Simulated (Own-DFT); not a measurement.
# Response to strain: diamond-structure SiGeSn with randomly placed atoms, 64 atoms (Ge52Si8Sn4)

Calculated results; nothing here was measured. The program, named Own-DFT, is a retired in-house plane-wave density functional code that no person has reviewed. Each row is one single-point run on a periodic cell that was not relaxed, without spin or spin-orbit coupling.

Settings of every run: PBE; PseudoDojo norm-conserving scalar-relativistic files; cutoff 49 hartree; 3 x 3 x 3 k mesh centred on Gamma; Fermi-Dirac smearing of 0.1 eV.

Known limits: forces on such cells moved up to 12 meV/angstrom on a denser k mesh; stress not checked against mesh or cutoff.

Unstrained cell vectors in Å: (11.363, 0.000, 0.000); (0.000, 11.363, 0.000); (0.000, 0.000, 11.363). The unstrained cell has measured lattice constants (interpolated for alloys), not those of this functional. That, the random moves and any unrelaxed bonds set the pressure at no strain. Each run strains this cell uniformly, with the atoms carried along. Every atom was also moved at random, by a Gaussian of width 0.05 Å on each axis. The random placing of the alloy's atoms differs from row to row. Strain is the symmetric tensor, in per cent. Stress is positive in tension, and the pressure is minus a third of its trace.

```
run,e_xx (%),e_yy (%),e_zz (%),s_xx (GPa),s_yy (GPa),s_zz (GPa),P (GPa),E (meV/atom)
1,2.75,2.75,0.00,-0.26,-0.19,-1.81,0.75,0.0
2,-2.50,-2.50,0.00,-9.86,-9.76,-7.82,9.15,81.3
3,1.25,1.25,0.00,-2.46,-2.44,-3.18,2.69,7.2
4,0.50,0.50,0.00,-3.60,-3.52,-4.02,3.71,12.2
5,-2.00,-2.00,0.00,-8.53,-8.38,-7.00,7.97,55.9
6,-3.00,-3.00,0.00,-10.77,-10.70,-8.61,10.02,84.0
7,2.25,2.25,0.00,-1.23,-0.98,-2.37,1.52,13.4
8,-1.00,-1.00,0.00,-6.44,-6.62,-5.85,6.30,43.0
9,-2.75,-2.75,0.00,?,?,?,?,?
```

E is the free energy for each atom above the lowest run shown.

## Worked fit

The change of volume is close to e_xx + e_yy + e_zz. A straight line through the runs shown gives P = 4.95 - 81 x (fractional change of volume) GPa, with an error of 3 on the slope and a scatter of 0.32 GPa. The strain isn't the same on all axes, but the crystal is cubic, so the slope still estimates the bulk modulus, averaged over pressures from 0.8 to 10.0 GPa.

## Withheld run

Question: what pressure should run 9 give? Its volume changes by -5.42 %.

The line gives 9.3 GPa. The calculation gave 9.62 GPa.
